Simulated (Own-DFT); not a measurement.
# Which defects push the lattice out? zincblende GaAs

No measurement is shown. These are fixed-geometry runs of a retired plane-wave code named Own-DFT, which no person has reviewed; spin and spin-orbit coupling are neglected.

Method: PBE; PseudoDojo norm-conserving scalar-relativistic files; cutoff 42 hartree; 3 x 3 x 3 k mesh centred on Gamma; Fermi-Dirac smearing of 0.1 eV.

Known weak points (not all hold for every row): not probed for a lower state with spin; forces on such cells failed a check on a denser k mesh; forces not confirmed at this smearing and k mesh; forces on such cells passed a denser k mesh, each cell not checked; stress not checked against mesh or cutoff.

All runs share one cell, with vectors in Å (11.307, 0.000, 0.000); (0.000, 11.307, 0.000); (0.000, 0.000, 11.307) and a volume of 1445.4 Å³. Atoms were moved at random from their sites; u is the rms move along one axis. The defect's site can differ from row to row.

| cell | formula | u (Å) | P (GPa) |
|---|---|---|---|
| no defect | As32Ga32 | 0.0201 | 3.50 |
| no defect | As32Ga32 | 0.0206 | 3.52 |
| no defect | As32Ga32 | 0.0503 | 3.93 |
| two As on a Ga site each | As34Ga30 | 0.0286 | 4.77 |
| two As on a Ga site each | As34Ga30 | 0.0294 | 4.82 |
| two As on a Ga site each | As34Ga30 | 0.0306 | 4.80 |
| two As vacancies | As30Ga32 | 0.0317 | 3.09 |
| two As vacancies | As30Ga32 | 0.0505 | 3.39 |
| two As vacancies | As30Ga32 | 0.0518 | 3.76 |
| one As on a Ga site and one Ga on an As site | As32Ga32 | 0.0265 | 3.91 |
| one As on a Ga site and one Ga on an As site | As32Ga32 | 0.0265 | 3.88 |
| one As on a Ga site and one Ga on an As site | As32Ga32 | 0.0476 | ? |
| one As on a Ga site and one Ga on an As site | As32Ga32 | 0.0496 | 4.24 |
| one In on a Ga site | As32Ga31In | 0.0293 | 4.25 |
| one In on a Ga site | As32Ga31In | 0.0479 | 4.51 |
| one In on a Ga site | As32Ga31In | 0.0504 | 4.57 |

## Working it out

P = P0 + c u² + a shift for each defect gives P0 = 3.40 GPa, c = 218 ± 31 GPa/Å² and a scatter of 0.09 GPa. The shifts, and each times the cell's volume:

- two As on a Ga site each: 1.20 ± 0.07 GPa, 10.8 eV (5.4 eV for each of its 2 sites)
- one In on a Ga site: 0.62 ± 0.08 GPa, 5.6 eV
- one As on a Ga site and one Ga on an As site: 0.32 ± 0.07 GPa, 2.9 eV
- two As vacancies: -0.44 ± 0.08 GPa, -4.0 eV (-2.0 eV for each of its 2 sites)

A positive shift means that the defect pushes the cell outwards. Shift times volume (160.2 GPa Å³ is 1 eV) depends little on the cell's size, so, taken for each site, it can be compared between cells at like pressure. The atoms around the defects weren't relaxed, which would change these numbers.

## Test on the hidden row

The question: what pressure belongs in the blank (one As on a Ga site and one Ga on an As site, u = 0.0476 Å)?

Estimate: 4.22 ± 0.11 GPa. Computed: 4.16 GPa.
